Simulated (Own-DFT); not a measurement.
## Calculated data, AlN (wurtzite, atoms displaced)

A calculation, not a measurement: plane-wave PBE density functional theory by an unreviewed code, no spin, of a simulated periodic cell, stress positive in tension, free energy of the whole cell less one offset for each atom, forces on such cells passed a denser k mesh, this cell's mesh not checked; offsets are fitted by least squares, one for each functional and potential file, so energies compare only between cells with the same atoms and settings and are not formation energies; the far tail of each file's local potential was reset to the Coulomb form; each entry is a single point on an unrelaxed cell, so the pressure reflects the starting lattice, mostly measured values (interpolated for alloys), from which strain is counted, and rises with the displacements; printed positions are rounded, which can move forces by about a meV/angstrom; the program, named Own-DFT, is a retired in-house code; no spin-orbit coupling. Program: Own-DFT development build.

Common to all runs: functional PBE; potential files PseudoDojo norm-conserving, scalar-relativistic, standard set; wave cutoff 42 hartree; occupations Fermi-Dirac; smearing width 0.1 eV; hardware one NVIDIA H100; k mesh 2 x 2 x 2 centred on Gamma.

(1) 
```xyz
128
Lattice="12.4480 0.0000 0.0000 -6.2240 10.7803 0.0000 0.0000 0.0000 9.9640" Properties=species:S:1:pos:R:3:force_x:R:1:force_y:R:1:force_z:R:1 formula=AlN free_energy_of_cell_above_offsets=-62.389 pressure=3.71 stress_xx=-4.44 stress_yy=-3.67 stress_zz=-3 stress_yz=-0.14 stress_xz=-0.1 stress_xy=-0.11 wall_time=361.5
Al    -0.0221     1.8243     0.0055     -0.103     -0.953      0.187
Al     1.5607     0.8808     2.4978     -0.388      0.035      0.136
N      0.0003     1.7830     1.9019      0.134      0.512      0.063
N      1.5311     0.9116     4.4092      0.406     -0.097     -0.038
Al    -0.0220     1.8354     4.9816       0.28      -1.13     -0.065
Al     1.5595     0.9438     7.4652     -0.022     -1.226      0.278
N     -0.0004     1.7633     6.8750     -0.039      1.019      0.163
N      1.5619     0.9166     9.4101     -0.572      0.225     -0.909
Al    -1.5575     4.4815     9.9390      -0.09      0.597      0.457
Al     0.0038     3.6190     2.4835      0.276     -0.768     -0.128
N     -1.5347     4.5035     1.9285      -0.46      -0.22     -0.601
N      0.0110     3.5729     4.3820     -0.216      0.876       0.16
Al    -1.5139     4.5119     4.9973     -0.995     -0.787      -0.16
Al     0.0075     3.6096     7.4447      0.153     -0.645       0.56
N     -1.5429     4.4835     6.9281      0.298      0.644     -0.992
N     -0.0200     3.5704     9.3779      0.561      0.745     -0.411
Al    -3.1048     7.1894     9.9550     -0.758      0.029      0.242
Al    -1.5816     6.2777     2.4987      0.585      0.267      -0.27
N     -3.1056     7.1741     1.9043     -0.036       0.09      0.175
N     -1.5526     6.2824     4.3911     -0.087     -0.162      0.123
Al    -3.1275     7.1256     4.9670      0.308      1.349      0.642
Al    -1.5173     6.3181     7.4682     -1.248     -0.573      0.525
N     -3.1096     7.2003     6.9174      0.375     -0.673     -1.046
N     -1.6139     6.3044     9.3693      1.646     -0.477     -0.018
Al    -4.6875     9.9360     0.0077      0.379     -1.161      0.061
Al    -3.1088     8.9761     2.4849     -0.076      0.026       0.24
N     -4.6833     9.8478     1.9011      0.349      0.617      0.296
N     -3.1095     8.9846     4.4106       -0.1     -0.553     -0.399
Al    -4.6701     9.8767     4.9665     -0.008      0.151        0.4
Al    -3.0934     8.9541     7.4879     -0.266      0.873     -0.173
N     -4.6580     9.8833     6.8857      0.341      0.437      0.114
N     -3.0915     8.9695     9.3853      -0.69      0.634     -0.021
Al     3.0866     1.7824     9.9466      0.658      0.618       0.69
Al     4.6084     0.9053     2.4885      0.963      0.084     -0.376
N      3.0784     1.8131     1.9176      0.249     -0.123     -0.417
N      4.6601     0.9023     4.3659     -0.033      0.039       0.36
Al     3.1287     1.7773     5.0164     -0.487      0.195     -0.735
Al     4.6718     0.8778     7.5016      0.191      0.211     -0.018
N      3.1210     1.7839     6.8938       0.06     -0.013      0.079
N      4.6810     0.9021     9.4212     -0.629       0.05     -0.623
Al     1.5487     4.4809     9.9639      0.256      0.219     -0.029
Al     3.1113     3.5977     2.5213      0.514     -0.069     -0.363
N      1.6008     4.4851     1.9066     -0.912     -0.133     -0.095
N      3.1029     3.5951     4.4003      0.312     -0.235      0.427
Al     1.5393     4.4712     4.9764      0.656      0.547     -0.161
Al     3.0955     3.5564     7.4471      0.727      0.756      0.488
N      1.5863     4.5043     6.8656     -0.663      -0.59      0.137
N      3.1087     3.5901     9.3678       -0.1     -0.188     -0.262
Al     0.0067     7.1618     0.0080     -0.532      0.539     -0.251
Al     1.5373     6.2459     2.5002      0.622      0.798      0.071
N      0.0122     7.1584     1.9007     -0.445      0.084      0.136
N      1.5590     6.3064     4.4134      0.011     -0.696     -0.223
Al    -0.0015     7.1526     4.9845      0.096      1.066     -0.311
Al     1.5415     6.2669     7.4536      0.933      0.813       0.48
N     -0.0116     7.1539     6.8689      0.613      0.642       0.11
N      1.5651     6.3088     9.3998     -0.122     -0.605     -0.596
Al    -1.5872     9.8851     0.0075      0.576     -0.057      0.165
Al     0.0151     8.9612     2.4635     -0.437       0.23      0.664
N     -1.5579     9.8964     1.9107     -0.035     -0.372     -0.074
N      0.0022     8.9907     4.4033     -0.081     -0.408     -0.223
Al    -1.5648     9.8950     4.9746       0.21      -0.33     -0.164
Al     0.0083     8.9848     7.4467     -0.097      0.172      0.137
N     -1.5594     9.8996     6.8587      0.064     -0.423      0.487
N     -0.0207     9.0074     9.3684      0.236     -0.612      0.048
Al     6.2187     1.8149     9.9318      0.255     -0.056      0.721
Al     7.7349     0.9042     2.4792      1.211      0.006      0.192
N      6.2586     1.7942     1.9049      -1.51     -0.109     -0.346
N      7.7857     0.9068     4.3874     -0.298     -0.186     -0.215
Al     6.2213     1.7835     4.9430      0.042      0.149      0.714
Al     7.7675     0.9105     7.4763     -0.007     -0.041        0.1
N      6.2087     1.7880     6.8929       -0.1       0.45     -0.266
N      7.7569     0.9106     9.3819      0.249     -0.397     -0.147
Al     4.6666     4.4763     0.0024      0.061      0.272      0.004
Al     6.2122     3.5517     2.4851     -0.126      0.666     -0.094
N      4.6801     4.4940     1.8886     -0.355     -0.083      0.522
N      6.2306     3.5866     4.3771       0.03     -0.204      0.139
Al     4.7031     4.4636     4.9798     -0.586      0.435      0.081
Al     6.2226     3.6352     7.4590      0.321     -0.951      0.574
N      4.6793     4.4856     6.8913     -0.446      0.004     -0.097
N      6.2712     3.6167     9.4204     -1.283     -0.415       -1.1
Al     3.1351     7.1948     0.0391     -0.567      -0.06      -0.22
Al     4.6819     6.3086     2.5099     -0.065     -0.352      -0.06
N      3.1015     7.1903     1.9199     -0.008     -0.096      0.388
N      4.6965     6.2765     4.4269     -0.272     -0.028     -0.382
Al     3.1335     7.1995     4.9762     -0.024     -0.191      0.177
Al     4.6817     6.2834     7.4756     -0.178      0.317      0.059
N      3.1439     7.2119     6.8800     -0.676     -0.485      0.092
N      4.6393     6.2966     9.3960      0.476     -0.441     -0.378
Al     1.5425     9.8758     0.0219      0.137       0.22     -0.187
Al     3.1105     9.0017     2.4990     -0.011     -0.275     -0.044
N      1.5455     9.8997     1.9417       0.13     -0.387     -0.611
N      3.1227     8.9924     4.3907     -0.172      0.015      0.093
Al     1.5611     9.9034     4.9577      -0.18     -0.434      0.148
Al     3.1081     8.9946     7.4741     -0.183     -0.184      0.314
N      1.5570     9.9058     6.8623      0.062     -0.345      0.217
N      3.1261     8.9723     9.3985     -0.741      0.182       -0.3
Al     9.3194     1.7952     9.9543      0.138      0.228      -0.18
Al    10.9064     0.8991     2.4929     -0.456     -0.227     -0.311
N      9.3346     1.7912     1.8716     -0.112     -0.007      0.521
N     10.9010     0.9222     4.3803     -0.225     -0.647       0.42
Al     9.3245     1.7450     4.9954      0.227      0.998     -0.069
Al    10.9144     0.8711     7.4848     -0.791      0.388      0.125
N      9.3155     1.7998     6.8958      0.666      -0.18     -0.062
N     10.8679     0.8789     9.3857      0.393      0.299     -0.159
Al     7.7632     4.4805     0.0267      1.077      0.894     -0.461
Al     9.3254     3.5898     2.4718     -0.077     -0.137      0.206
N      7.7204     4.4962     1.8997      1.102      -0.08      0.489
N      9.3094     3.5799     4.3980      0.954      0.129     -0.042
Al     7.7868     4.4898     4.9512     -0.234     -0.419      0.665
Al     9.3536     3.6122     7.4462     -0.489     -0.473      0.596
N      7.7840     4.4791     6.8983      0.084      0.552     -0.743
N      9.3686     3.6167     9.3685     -0.816     -0.519      0.062
Al     6.1911     7.1783     0.0092      0.941      0.413     -0.028
Al     7.8118     6.2729     2.5219     -0.944      0.335     -0.776
N      6.2250     7.2178     1.9193      0.254     -0.841      0.012
N      7.7598     6.2824     4.4069      0.481     -0.221     -0.133
Al     6.2427     7.1855     4.9880      -0.49      0.067       0.31
Al     7.7824     6.3039     7.4385      0.063     -0.371      0.955
N      6.2364     7.1984     6.8901     -0.121      0.089      0.039
N      7.7994     6.2996     9.3696      -0.73     -0.185      0.066
Al     4.6411     9.8689     0.0141      0.551       0.27      0.017
Al     6.2150     8.9718     2.5163     -0.046      0.248     -0.197
N      4.6639     9.8545     1.8961      0.034      0.559      0.452
N      6.2301     8.9571     4.4140     -0.326      0.558     -0.038
Al     4.6469     9.8703     5.0237      0.668      0.314     -0.634
Al     6.2602     9.0176     7.4824     -0.503     -0.513      0.345
N      4.6539     9.8707     6.9003      0.441      0.153     -0.008
N      6.2285     9.0252     9.4148     -0.215     -0.578     -0.674
```

Units: free_energy_of_cell_above_offsets in eV; pressure, stress_xx, stress_yy, stress_zz, stress_yz, stress_xz, stress_xy in GPa; wall_time in s; force_x, force_y, force_z in eV/Å.

(2) 
```xyz
128
Lattice="12.4480 0.0000 0.0000 -6.2240 10.7803 0.0000 0.0000 0.0000 9.9640" Properties=species:S:1:pos:R:3:force_x:R:1:force_y:R:1:force_z:R:1 formula=AlN free_energy_of_cell_above_offsets=-62.165 pressure=3.79 stress_xx=-4.39 stress_yy=-3.6 stress_zz=-3.38 stress_yz=-0.03 stress_xz=-0.04 stress_xy=-0.21 wall_time=365.5
Al     0.0050     1.8044     0.0223      0.164      0.143     -0.368
Al     1.5546     0.9460     2.5006      0.129      -0.99     -0.378
N     -0.0175     1.8221     1.8982      0.586     -0.234      0.471
N      1.5599     0.8778     4.3980     -0.459      0.384      0.175
Al    -0.0222     1.8139     4.9707      0.347     -0.334      0.205
Al     1.5456     0.8729     7.4748      0.135      1.358      0.415
N     -0.0206     1.7978     6.8861      0.527      0.215     -0.294
N      1.5795     0.9289     9.3996     -0.373     -0.585      -0.44
Al    -1.5567     4.5063     9.9071     -0.427      0.051      1.147
Al     0.0118     3.5859     2.5291     -0.282      0.721     -1.021
N     -1.5424     4.4873     1.9037     -0.088     -0.163     -0.118
N     -0.0158     3.6150     4.3846      0.369      -0.55       0.52
Al    -1.5826     4.4567     4.9546       0.29      1.093      0.267
Al     0.0022     3.6424     7.4459      0.144     -0.681      0.228
N     -1.5495     4.5120     6.8538     -0.393     -0.349      0.424
N     -0.0102     3.5925     9.3640       0.07      0.026      -0.31
Al    -3.1105     7.2290     9.9350      0.074     -0.717      0.982
Al    -1.5730     6.2823     2.4869      0.424     -0.052     -0.036
N     -3.1075     7.1572     1.9075     -0.101      1.054     -0.174
N     -1.5701     6.2851     4.3991     -0.048     -0.002      0.129
Al    -3.1508     7.1725     4.9812      1.348      0.476       0.21
Al    -1.5161     6.2906     7.4639     -0.916      0.069      0.345
N     -3.1361     7.1836     6.8988      0.924       0.46     -0.284
N     -1.5715     6.3331     9.4065      0.614      -0.56     -0.961
Al    -4.6690     9.8673     0.0161      0.194      0.403     -0.245
Al    -3.1226     9.0001     2.4982      0.694     -0.535     -0.342
N     -4.6485     9.8554     1.8790     -0.554        0.8      0.701
N     -3.1070     8.9893     4.3977      0.022     -0.223      0.246
Al    -4.6235     9.8750     5.0167     -0.852      0.017     -0.555
Al    -3.1241     8.9823     7.4691      0.435     -0.048      0.507
N     -4.6606     9.9106     6.9170     -0.282     -0.803     -0.364
N     -3.0730     8.9876     9.4039      -0.86      0.496     -0.984
Al     3.1386     1.8079     9.9189     -0.254      0.007      1.132
Al     4.6782     0.9181     2.4736      0.023     -0.561      0.219
N      3.1175     1.7998     1.9264     -0.122      0.208     -0.698
N      4.6989     0.9012     4.3884      -1.03     -0.287      0.134
Al     3.0826     1.7942     5.0063      0.894      0.196     -0.794
Al     4.6710     0.8746     7.4753      0.135      0.873       0.01
N      3.1234     1.8210     6.8701     -0.223     -0.681      0.711
N      4.6782     0.8956     9.4007     -0.162     -0.058     -0.894
Al     1.5369     4.4770     9.9487      0.295      0.313      0.274
Al     3.1355     3.6107     2.4819     -0.572     -0.457       0.26
N      1.5546     4.5056     1.9025      0.155     -0.379     -0.016
N      3.1361     3.5964     4.3875     -0.821      0.015       0.22
Al     1.5591     4.5104     4.9607      0.148       -0.4      0.554
Al     3.1495     3.5857     7.5027     -0.704      0.495      -0.51
N      1.5695     4.5208     6.9022      0.203     -0.608     -0.347
N      3.1402     3.6041     9.3734     -0.618     -0.111      0.164
Al     0.0358     7.1780     9.9582     -1.209      0.714      0.488
Al     1.5677     6.2877     2.5079      -0.75       0.06     -0.204
N     -0.0138     7.1951     1.8937      0.582     -0.087       0.25
N      1.5323     6.2819     4.4096      0.539      0.356     -0.311
Al    -0.0081     7.1983     4.9821     -0.169     -0.296     -0.119
Al     1.5549     6.3005     7.4743      0.612     -0.252      0.183
N      0.0289     7.1399     6.8963      -0.55      1.313     -0.355
N      1.5223     6.3058     9.3834      1.011     -0.601     -0.296
Al    -1.5542     9.8898     9.9512      0.333     -0.216      0.444
Al     0.0094     8.9976     2.4818     -0.047     -0.345      0.066
N     -1.5282     9.8481     1.8706      -0.56      0.834      0.516
N      0.0101     8.9832     4.3860     -0.169      0.133      0.429
Al    -1.5692     9.8775     5.0107      0.625        0.3     -0.886
Al     0.0068     8.9784     7.4751     -0.097     -0.292     -0.075
N     -1.5568     9.9047     6.8802     -0.072     -0.847      0.332
N      0.0060     9.0099     9.3647     -0.016     -0.436     -0.146
Al     6.2161     1.7757     9.9581      0.189      0.797      0.082
Al     7.7957     0.8905     2.4669     -0.288      0.769      0.367
N      6.2013     1.8255     1.8557      0.657     -0.609      0.588
N      7.7714     0.9226     4.3978      0.168     -0.364     -0.185
Al     6.1885     1.8191     4.9954      0.819     -0.051     -0.338
Al     7.7262     0.8580     7.5201      0.986      0.944     -0.731
N      6.2521     1.7966     6.8801     -0.945     -0.219      0.486
N      7.7725     0.9210     9.3901      0.303     -0.503     -0.056
Al     4.6684     4.4790     0.0103      0.204      0.418      0.116
Al     6.2416     3.5981     2.4620      -0.23      0.007      0.619
N      4.6547     4.4578     1.9147      0.564       1.09     -0.434
N      6.2096     3.5881     4.3822      0.125      0.693      0.165
Al     4.6300     4.5313     5.0096      0.973     -1.017     -0.214
Al     6.1967     3.5845     7.4763      0.677      0.196      0.153
N      4.6723     4.5010     6.9206       -0.2      0.097     -0.481
N      6.2182     3.5988     9.3953     -0.128     -0.304     -0.353
Al     3.0898     7.1915     0.0095       0.38     -0.005     -0.419
Al     4.6520     6.3029     2.4670      0.743      -0.79      0.354
N      3.1192     7.1551     1.8995     -0.316      0.793      0.048
N      4.6781     6.2749     4.3966     -0.038      0.545     -0.248
Al     3.1284     7.1734     4.9788     -0.365     -0.009      0.265
Al     4.6719     6.3039     7.4672     -0.092     -0.077      0.442
N      3.1056     7.1761     6.8827      0.169      0.558      0.115
N      4.6761     6.2883     9.3846     -0.359      0.111      0.141
Al     1.5468     9.8863     9.9480      0.093      0.218       0.41
Al     3.1065     8.9719     2.5141      0.175      0.338     -0.633
N      1.5625     9.8999     1.8945      0.135     -0.495     -0.106
N      3.1130     8.9502     4.3811      0.134      0.548      0.513
Al     1.5646     9.8839     5.0028     -0.121      0.294     -0.595
Al     3.1212     9.0283     7.4803     -0.996     -1.504      0.131
N      1.5556     9.8837     6.8907     -0.092     -0.187      0.031
N      3.1007     9.0118     9.3670     -0.039     -0.445      0.182
Al     9.3601     1.7927     9.9509     -0.391      0.501      0.294
Al    10.9101     0.9200     2.4955     -0.662     -0.223     -0.304
N      9.3514     1.8380     1.8826     -0.103     -0.766      0.311
N     10.8688     0.8918     4.3897      0.443       0.26      0.233
Al     9.3395     1.8092     4.9985     -0.726     -0.241     -0.271
Al    10.8922     0.9240     7.4464     -0.422     -0.503      0.617
N      9.3239     1.8105     6.8678     -0.035     -0.463      0.756
N     10.9149     0.9090     9.4121     -0.195      0.011     -1.064
Al     7.7520     4.4988     0.0160      0.441      0.142     -0.017
Al     9.3448     3.5822     2.5339     -0.013      0.617     -1.171
N      7.7899     4.5032     1.9103     -0.018      0.182      0.252
N      9.3251     3.5968     4.3913      0.249     -0.325      0.213
Al     7.8123     4.5049     4.9705     -1.194     -0.363      0.301
Al     9.3282     3.5943     7.5047     -0.404      0.323     -0.629
N      7.7397     4.4865     6.8728      0.698      0.457      0.271
N      9.2966     3.6004     9.3795      0.626     -0.032     -0.103
Al     6.2260     7.1852     0.0063      0.084       0.04      0.063
Al     7.7900     6.3311     2.4812       0.15     -0.909      0.215
N      6.2452     7.2052     1.9321     -0.693     -0.546     -0.454
N      7.8076     6.3097     4.4227     -0.688     -0.588     -0.792
Al     6.2520     7.1625     4.9642     -0.516      0.394      0.561
Al     7.7855     6.3396     7.4669     -0.326      -1.46      0.653
N      6.2342     7.1934     6.9237     -0.209      0.346     -0.863
N      7.8035     6.3052     9.4092       -0.5     -0.003     -0.574
Al     4.6440     9.9039     9.9440      0.394     -0.268      0.647
Al     6.2257     8.9593     2.4960     -0.023      1.073     -0.299
N      4.6605     9.9138     1.9003      0.082     -0.614      0.152
N      6.2403     8.9687     4.3773      0.115       0.29      0.753
Al     4.6843     9.8906     4.9796     -0.242     -0.673     -0.031
Al     6.2081     8.9952     7.4773      0.236     -0.367      0.469
N      4.6314     9.8124     6.9180      1.197      1.892     -0.918
N      6.2121     8.9866     9.4057      0.093      0.136      -0.52
```

Units: free_energy_of_cell_above_offsets in eV; pressure, stress_xx, stress_yy, stress_zz, stress_yz, stress_xz, stress_xy in GPa; wall_time in s; force_x, force_y, force_z in eV/Å.
